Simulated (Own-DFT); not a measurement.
Simulation results for Si₄SnGe₁₁ (diamond-structure random alloy, atoms displaced)

A calculation, not a measurement: plane-wave density functional theory by an unreviewed code, no spin, of a simulated periodic cell, stress positive in tension, run twice, with PBE and with PBEsol, both on files made for PBE, so the change isn't that of files made for PBEsol, forces on such cells moved up to 12 meV/angstrom on a denser k mesh; the far tail of each file's local potential was reset to the Coulomb form; each entry is a single point on an unrelaxed cell, so the pressure reflects the starting lattice, mostly measured values (interpolated for alloys), from which strain is counted, and rises with the displacements; printed positions are rounded, which can move forces by about a meV/angstrom; the program, named Own-DFT, is a retired in-house code; no spin-orbit coupling; stress was not checked against mesh or cutoff. Program: Own-DFT development build.

Settings shared by all entries: functional PBE, then PBEsol; potential files PseudoDojo norm-conserving, scalar-relativistic, standard set; wave cutoff 49 hartree; occupations Fermi-Dirac; smearing width 0.1 eV; k mesh 3 x 3 x 3 centred on Gamma.

(1) Si₄SnGe₁₁ (diamond-structure random alloy, atoms displaced)

```
cell vectors (Å)
  11.3064     0.0000     0.0000
   0.0000    11.3064     0.0000
   0.0000     0.0000    11.3064
atoms (fractions of the cell vectors)
Ge  0.99853  0.00408  0.00160
Ge  0.99699  0.25061  0.24985
Sn  0.25223  0.00009  0.25443
Ge  0.24885  0.24802  0.00182
Ge  0.12557  0.12356  0.12384
Ge  0.12369  0.37997  0.37480
Si  0.37576  0.12244  0.37596
Ge  0.37354  0.37187  0.12500
Ge  0.00137  0.99689  0.49294
Ge  0.99862  0.25005  0.74947
Ge  0.25295  0.00128  0.75028
Ge  0.24721  0.25463  0.49937
Ge  0.12476  0.12513  0.62754
Ge  0.12414  0.37357  0.87163
Ge  0.37320  0.12027  0.87564
Si  0.38153  0.37687  0.62466
Ge  0.99688  0.49710  0.99957
Ge  0.00314  0.75178  0.25308
Ge  0.25260  0.49989  0.25058
Si  0.24730  0.75033  0.99513
Ge  0.12706  0.62500  0.12486
Si  0.12984  0.87473  0.37108
Ge  0.37332  0.62315  0.36928
Ge  0.37593  0.87332  0.12832
Ge  0.99821  0.50142  0.50508
Si  0.99792  0.75330  0.75109
Si  0.24838  0.50211  0.75348
Ge  0.24413  0.75708  0.50108
Ge  0.12838  0.62761  0.62323
Si  0.12213  0.87274  0.87516
Si  0.36973  0.62287  0.87043
Ge  0.37674  0.87221  0.63029
Ge  0.50209  0.00302  0.99728
Si  0.50221  0.24584  0.24929
Ge  0.75294  0.00242  0.25477
Ge  0.75155  0.24935  0.99446
Ge  0.62197  0.12309  0.12484
Ge  0.62178  0.37468  0.37314
Ge  0.87537  0.12421  0.37275
Ge  0.86864  0.37450  0.12113
Si  0.49499  0.00241  0.49961
Ge  0.50231  0.24910  0.74905
Ge  0.75013  0.00101  0.75022
Si  0.75258  0.24912  0.49572
Ge  0.62764  0.12110  0.62853
Ge  0.62510  0.37493  0.87514
Sn  0.87546  0.12741  0.87160
Si  0.87196  0.37697  0.62411
Si  0.49995  0.49921  0.99625
Sn  0.50432  0.74771  0.24529
Ge  0.75304  0.50518  0.25440
Sn  0.75110  0.75089  0.00381
Ge  0.62719  0.62799  0.12588
Ge  0.62116  0.87557  0.37694
Ge  0.87734  0.62534  0.37635
Ge  0.87924  0.87646  0.12321
Ge  0.49644  0.50614  0.49937
Ge  0.49989  0.75143  0.75364
Si  0.74960  0.50073  0.74393
Si  0.75165  0.74638  0.49586
Si  0.62336  0.62720  0.62835
Ge  0.62313  0.87688  0.87474
Ge  0.87296  0.62540  0.87498
Ge  0.87197  0.87452  0.62688
```

* PBE pressure: 4.04 GPa
* PBE stress xx: -4.07 GPa
* PBE stress yy: -4.07 GPa
* PBE stress zz: -3.99 GPa
* PBE stress yz: -0.22 GPa
* PBE stress xz: -0.27 GPa
* PBE stress xy: -0.13 GPa
* PBEsol pressure: 1.38 GPa
* PBEsol stress xx: -1.4 GPa
* PBEsol stress yy: -1.4 GPa
* PBEsol stress zz: -1.33 GPa
* PBEsol stress yz: -0.21 GPa
* PBEsol stress xz: -0.25 GPa
* PBEsol stress xy: -0.13 GPa
* rms change of force components from PBE to PBEsol: 0.045 eV/Å

Force:
```tsv
force element	PBE force x (eV/Å)	PBE force y (eV/Å)	PBE force z (eV/Å)	PBEsol force x (eV/Å)	PBEsol force y (eV/Å)	PBEsol force z (eV/Å)
Ge	1.405	-1.396	0.224	1.334	-1.324	0.256
Ge	0.275	0.266	-0.38	0.264	0.251	-0.37
Sn	-0.01	0.332	-0.585	-0.005	0.32	-0.668
Ge	0.001	0.107	-0.552	-0.003	0.1	-0.53
Ge	-0.9	0.976	-0.22	-0.881	0.951	-0.225
Ge	-0.305	-0.229	-0.077	-0.29	-0.225	-0.07
Si	1.312	1.839	1.169	1.206	1.813	1.138
Ge	0.878	0.129	0.003	0.784	0.122	0.003
Ge	0.186	-0.14	0.599	0.144	-0.095	0.612
Ge	0.903	1.627	-1.747	0.916	1.542	-1.657
Ge	-0.876	-0.763	0.262	-0.813	-0.707	0.229
Ge	0.913	-0.25	0.274	0.821	-0.242	0.263
Ge	-0.012	-0.112	-0.692	-0.01	-0.101	-0.669
Ge	0.291	0.332	0.296	0.237	0.28	0.325
Ge	0.292	0.946	0.006	0.288	0.909	0.006
Si	-0.973	0.208	0.319	-0.923	0.172	0.277
Ge	0.354	0.227	-0.057	0.335	0.217	-0.053
Ge	0.162	0.031	-0.211	0.123	-0.009	-0.241
Ge	-0.453	-0.275	-0.435	-0.443	-0.261	-0.416
Si	0.341	-0.004	0.029	0.342	-0.005	0.111
Ge	-0.038	0.094	-0.391	-0.068	0.058	-0.338
Si	-1.692	-0.982	1.382	-1.664	-0.971	1.358
Ge	-0.892	0.184	1.54	-0.858	0.162	1.487
Ge	-0.476	0.079	-2.939	-0.43	0.102	-2.818
Ge	0.029	-0.222	0.019	0.07	-0.174	-0.029
Si	0.364	-0.31	0.049	0.31	-0.338	0.004
Si	0.567	-0.504	-0.874	0.473	-0.512	-0.874
Ge	0.829	-0.459	-0.463	0.832	-0.487	-0.402
Ge	-0.553	0.003	1.011	-0.541	0.01	0.908
Si	0.097	0.191	-0.051	0.091	0.271	-0.046
Si	0.314	0.153	0.879	0.358	0.199	0.838
Ge	-0.017	0.637	-0.931	-0.046	0.593	-0.868
Ge	-0.552	-0.595	0.411	-0.529	-0.574	0.396
Si	-0.661	0.058	0.279	-0.613	0.094	0.234
Ge	-0.573	-0.616	-0.706	-0.549	-0.594	-0.689
Ge	-1.769	0.933	1.646	-1.715	0.916	1.594
Ge	0.674	0.448	0.173	0.687	0.396	0.125
Ge	0.288	-0.184	0.272	0.287	-0.109	0.261
Ge	0.113	0.572	0.633	0.139	0.514	0.571
Ge	0.293	0.128	0.629	0.293	0.122	0.603
Si	0.336	-0.153	0.388	0.371	-0.199	0.428
Ge	-0.487	0.089	0.017	-0.428	0.05	0.053
Ge	-0.958	-1.39	-0.79	-0.937	-1.344	-0.772
Si	-0.233	0.258	0.649	-0.26	0.217	0.596
Ge	-0.314	0.511	-1.37	-0.3	0.49	-1.252
Ge	0.081	0.631	-0.4	0.087	0.534	-0.387
Sn	0.12	-0.63	0.244	0.113	-0.61	0.246
Si	-0.246	-0.43	-0.147	-0.159	-0.429	-0.148
Si	-0.353	0.391	0.223	-0.308	0.346	0.251
Sn	-0.662	0.309	1.025	-0.645	0.309	0.995
Ge	-0.473	-0.724	-0.56	-0.458	-0.697	-0.547
Sn	-0.038	0.377	-0.823	-0.035	0.366	-0.795
Ge	-0.01	-3.374	-0.738	0.025	-3.237	-0.678
Ge	1.184	0.955	1.35	1.154	0.921	1.241
Ge	0.12	0.375	0.286	0.147	0.325	0.237
Ge	0.734	1.041	1.634	0.711	1.015	1.585
Ge	0.423	-0.37	0.539	0.404	-0.356	0.451
Ge	-0.027	-0.884	-0.018	-0.032	-0.779	-0.02
Si	-0.187	0.027	0.275	-0.185	0.026	0.356
Si	-0.7	0.315	0.93	-0.65	0.343	0.87
Si	0.583	0.009	-0.636	0.492	0.023	-0.627
Ge	-0.308	0.679	-0.564	-0.304	0.666	-0.548
Ge	1.017	-0.977	-1.627	0.986	-0.948	-1.509
Ge	0.275	-0.495	-0.682	0.259	-0.417	-0.658
```

(2) Si₄SnGe₁₁ (diamond-structure random alloy, atoms displaced)

```
cell vectors (Å)
  11.3064     0.0000     0.0000
   0.0000    11.3064     0.0000
   0.0000     0.0000    11.3064
atoms (fractions of the cell vectors)
Ge  0.99911  0.00265  0.00099
Sn  0.99996  0.24552  0.25033
Ge  0.25149  0.00168  0.24692
Ge  0.24994  0.25102  0.00065
Ge  0.12543  0.12693  0.12336
Ge  0.12707  0.37793  0.37687
Ge  0.37626  0.12838  0.37441
Sn  0.37453  0.37475  0.12315
Ge  0.00296  0.00205  0.49931
Ge  0.99381  0.24878  0.75040
Ge  0.24838  0.00118  0.75191
Ge  0.24754  0.24277  0.50070
Ge  0.12120  0.12726  0.62443
Ge  0.12404  0.37613  0.87545
Ge  0.37188  0.12865  0.88001
Ge  0.37343  0.37315  0.62359
Ge  0.00784  0.50072  0.00027
Si  0.00045  0.74560  0.24975
Si  0.25460  0.50383  0.24702
Ge  0.25296  0.75369  0.00634
Sn  0.12415  0.62698  0.12189
Si  0.12603  0.87373  0.37573
Ge  0.37671  0.62657  0.37032
Ge  0.37760  0.87143  0.12701
Ge  0.99977  0.50341  0.50248
Ge  0.00216  0.74987  0.74734
Ge  0.25021  0.49807  0.74966
Si  0.25382  0.74450  0.49998
Si  0.12374  0.62181  0.62168
Ge  0.12294  0.87374  0.86827
Ge  0.37757  0.62319  0.87701
Ge  0.37514  0.87823  0.62639
Ge  0.50369  0.00226  0.99818
Ge  0.49778  0.24657  0.24575
Ge  0.75111  0.00609  0.25034
Si  0.74783  0.25369  0.99936
Si  0.62612  0.12735  0.12313
Ge  0.62389  0.37922  0.37649
Ge  0.87378  0.12543  0.37525
Ge  0.87237  0.38045  0.12288
Si  0.49922  0.99950  0.49949
Ge  0.50325  0.25092  0.74874
Sn  0.75192  0.99954  0.74916
Ge  0.74963  0.24839  0.49771
Ge  0.62236  0.12838  0.62374
Si  0.62810  0.37273  0.87514
Ge  0.87534  0.12603  0.87397
Si  0.87762  0.37760  0.62236
Ge  0.50226  0.49929  0.99727
Ge  0.50478  0.74685  0.25230
Ge  0.75008  0.50350  0.25069
Si  0.74856  0.75320  0.99924
Si  0.61966  0.62790  0.12392
Ge  0.62505  0.87507  0.37995
Si  0.87671  0.62496  0.37434
Ge  0.87409  0.87672  0.12134
Si  0.50268  0.50019  0.50004
Si  0.49874  0.74879  0.75085
Ge  0.74581  0.49935  0.75243
Ge  0.74927  0.74986  0.49905
Ge  0.62492  0.62685  0.62130
Ge  0.62886  0.87887  0.87526
Ge  0.87559  0.62571  0.87245
Si  0.87061  0.87450  0.62804
```

- PBE pressure: 3.94 GPa
- PBE stress xx: -3.95 GPa
- PBE stress yy: -3.95 GPa
- PBE stress zz: -3.91 GPa
- PBE stress yz: -0.43 GPa
- PBE stress xz: 0.51 GPa
- PBE stress xy: -0.31 GPa
- PBEsol pressure: 1.27 GPa
- PBEsol stress xx: -1.28 GPa
- PBEsol stress yy: -1.29 GPa
- PBEsol stress zz: -1.25 GPa
- PBEsol stress yz: -0.42 GPa
- PBEsol stress xz: 0.49 GPa
- PBEsol stress xy: -0.29 GPa
- rms change of force components from PBE to PBEsol: 0.045 eV/Å

Force:
```tsv
force element	PBE force x (eV/Å)	PBE force y (eV/Å)	PBE force z (eV/Å)	PBEsol force x (eV/Å)	PBEsol force y (eV/Å)	PBEsol force z (eV/Å)
Ge	0.396	-0.286	-0.477	0.378	-0.275	-0.462
Sn	-0.182	1.467	-0.12	-0.174	1.424	-0.114
Ge	-0.232	-0.499	0.512	-0.196	-0.449	0.462
Ge	-1.431	-0.743	-1.054	-1.387	-0.727	-1.023
Ge	1.095	-1.281	-1.019	1.067	-1.243	-0.992
Ge	0.976	0.839	0.249	0.917	0.777	0.273
Ge	0.136	-0.969	0.201	0.096	-0.902	0.156
Sn	0.077	0.595	0.361	0.114	0.527	0.303
Ge	-0.639	-1.105	0.064	-0.624	-0.997	0.071
Ge	0.442	0.933	-0.379	0.463	0.863	-0.334
Ge	0.08	0.345	-0.249	0.071	0.328	-0.241
Ge	0.222	0.978	-0.121	0.212	0.951	-0.116
Ge	0.124	-0.339	0.595	0.121	-0.331	0.567
Ge	0.039	-0.609	-0.484	0.042	-0.585	-0.457
Ge	0.555	-0.349	-0.727	0.533	-0.34	-0.701
Ge	0.445	0.182	-0.323	0.4	0.14	-0.275
Ge	-2.301	-1.142	-1.462	-2.229	-1.114	-1.424
Si	-1.163	1.693	1.448	-1.135	1.668	1.341
Si	-0.552	-0.135	1.947	-0.539	-0.131	1.911
Ge	0.725	0.792	-2.128	0.709	0.761	-2.058
Sn	0.626	0.074	1.325	0.617	0.063	1.192
Si	0.148	-0.507	-0.164	0.148	-0.421	-0.162
Ge	-0.06	-0.672	0.827	-0.012	-0.612	0.764
Ge	0.633	0.805	0.16	0.601	0.779	0.15
Ge	-0.21	-0.162	-0.332	-0.173	-0.197	-0.356
Ge	-0.418	-0.311	-0.803	-0.404	-0.298	-0.705
Ge	-0.234	0.474	-0.235	-0.201	0.419	-0.19
Si	-0.697	0.578	0.029	-0.606	0.568	0.025
Si	0.731	0.635	0.295	0.676	0.581	0.326
Ge	0.309	0.221	1.089	0.298	0.222	1.051
Ge	-0.264	0.624	-0.433	-0.283	0.565	-0.381
Ge	0.129	-0.633	-0.239	0.092	-0.582	-0.196
Ge	-0.265	-0.03	0.607	-0.285	-0.063	0.554
Ge	1.692	-0.504	1.074	1.596	-0.459	1.076
Ge	-0.561	-0.585	-0.359	-0.5	-0.594	-0.312
Si	0.038	-0.203	0.065	0.124	-0.203	0.07
Si	0.243	0.122	-0.13	0.195	0.077	-0.084
Ge	-0.122	-0.462	-0.286	-0.077	-0.486	-0.313
Ge	-0.709	-1.093	1.221	-0.695	-1.061	1.182
Ge	-0.452	0.067	-0.756	-0.404	0.099	-0.699
Si	-0.126	0.304	0.077	-0.122	0.299	0.08
Ge	-0.475	0.374	0.624	-0.49	0.33	0.564
Sn	-0.28	0.649	-0.506	-0.321	0.682	-0.431
Ge	0.203	0.836	0.423	0.168	0.776	0.38
Ge	-0.614	-0.053	-1.054	-0.566	-0.012	-0.992
Si	-0.183	-0.033	0.124	-0.229	0.016	0.072
Ge	0.24	1.102	1.64	0.273	1.039	1.553
Si	-0.724	-0.239	0.339	-0.709	-0.235	0.33
Ge	1.419	0.616	-0.674	1.3	0.599	-0.655
Ge	-0.033	0.471	-0.261	-0.08	0.486	-0.213
Ge	-0.313	0.557	-0.208	-0.303	0.47	-0.202
Si	-0.153	-0.609	0.253	-0.111	-0.552	0.211
Si	1.126	-0.078	-0.391	1.059	-0.112	-0.346
Ge	-0.072	0.596	-0.497	-0.037	0.533	-0.511
Si	0.005	0.388	-0.09	-0.04	0.334	-0.048
Ge	-0.038	-0.585	0.697	-0.029	-0.495	0.673
Si	-0.702	0.138	-0.016	-0.68	0.135	-0.018
Si	0.284	0.334	-0.004	0.281	0.329	-0.004
Ge	0.506	-0.322	-0.566	0.504	-0.247	-0.558
Ge	0.982	-0.043	0.062	0.877	-0.044	0.064
Ge	-0.608	-0.196	0.576	-0.524	-0.181	0.556
Ge	-1.535	-1.954	0.821	-1.495	-1.826	0.793
Ge	-0.152	0.098	0.594	-0.114	0.07	0.542
Si	1.875	-1.156	-1.752	1.838	-1.135	-1.719
```
